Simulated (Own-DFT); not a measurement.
# What a defect does to the pressure of its cell: 2H SiC

The numbers are computed, not measured, by runs of the plane-wave DFT program Own-DFT (in-house, retired, unreviewed) at fixed positions, with no spin and no spin-orbit coupling.

All runs used: PBE; PseudoDojo norm-conserving scalar-relativistic files; cutoff 42 hartree; 4 x 4 x 3 k mesh centred on Gamma; Fermi-Dirac smearing of 0.1 eV.

Caveats (not all hold for every row): not probed for a lower state with spin; forces on such cells moved up to 12 meV/angstrom on a denser k mesh; forces on such cells passed a denser k mesh, each cell not checked; stress not checked against mesh or cutoff.

All runs share one cell, with vectors in Å (9.248, 0.000, 0.000); (-4.624, 8.009, 0.000); (0.000, 0.000, 10.068) and a volume of 745.7 Å³. Atoms were moved at random from their sites; u is the rms move along one axis. The defect's site can differ from row to row.

```
cell,formula,u (Å),P (GPa)
no defect,C36Si36,0.0308,3.94
no defect,C36Si36,0.0311,3.96
no defect,C36Si36,0.0610,6.21
one C on a Si site,C37Si35,0.0304,2.03
one C on a Si site,C37Si35,0.0314,2.13
one C on a Si site,C37Si35,0.0516,3.51
two N on a C site each,C34N2Si36,0.0276,2.89
two N on a C site each,C34N2Si36,0.0317,3.15
two N on a C site each,C34N2Si36,0.0459,3.71
one C vacancy,C35Si36,0.0312,3.76
one C vacancy,C35Si36,0.0316,3.99
one C vacancy,C35Si36,0.0347,3.83
two Al on a Si site each,Al2C36Si34,0.0295,5.77
two Al on a Si site each,Al2C36Si34,0.0306,?
two Al on a Si site each,Al2C36Si34,0.0516,7.47
two Al on a Si site each,Al2C36Si34,0.0520,7.26
```

## Working it out

P = P0 + c u² + a shift for each defect gives P0 = 3.19 GPa, c = 808 ± 42 GPa/Å² and a scatter of 0.13 GPa. The shifts, and each times the cell's volume:

- two Al on a Si site each: 1.97 ± 0.11 GPa, 9.2 eV (4.6 eV for each of its 2 sites)
- one C vacancy: -0.18 ± 0.11 GPa, -0.8 eV (not resolved)
- two N on a C site each: -0.98 ± 0.11 GPa, -4.6 eV (-2.3 eV for each of its 2 sites)
- one C on a Si site: -1.86 ± 0.11 GPa, -8.7 eV

Against the defect-free cell, a freed cell would be larger where the shift is positive and smaller where it is negative (160.2 GPa Å³ is 1 eV). The atoms around the defects weren't relaxed, which would change these numbers.

## Test on the hidden row

Asked: what pressure belongs in the blank (two Al on a Si site each, u = 0.0306 Å)?

From the fit: 5.91 ± 0.16 GPa. The hidden result is 6.02 GPa.
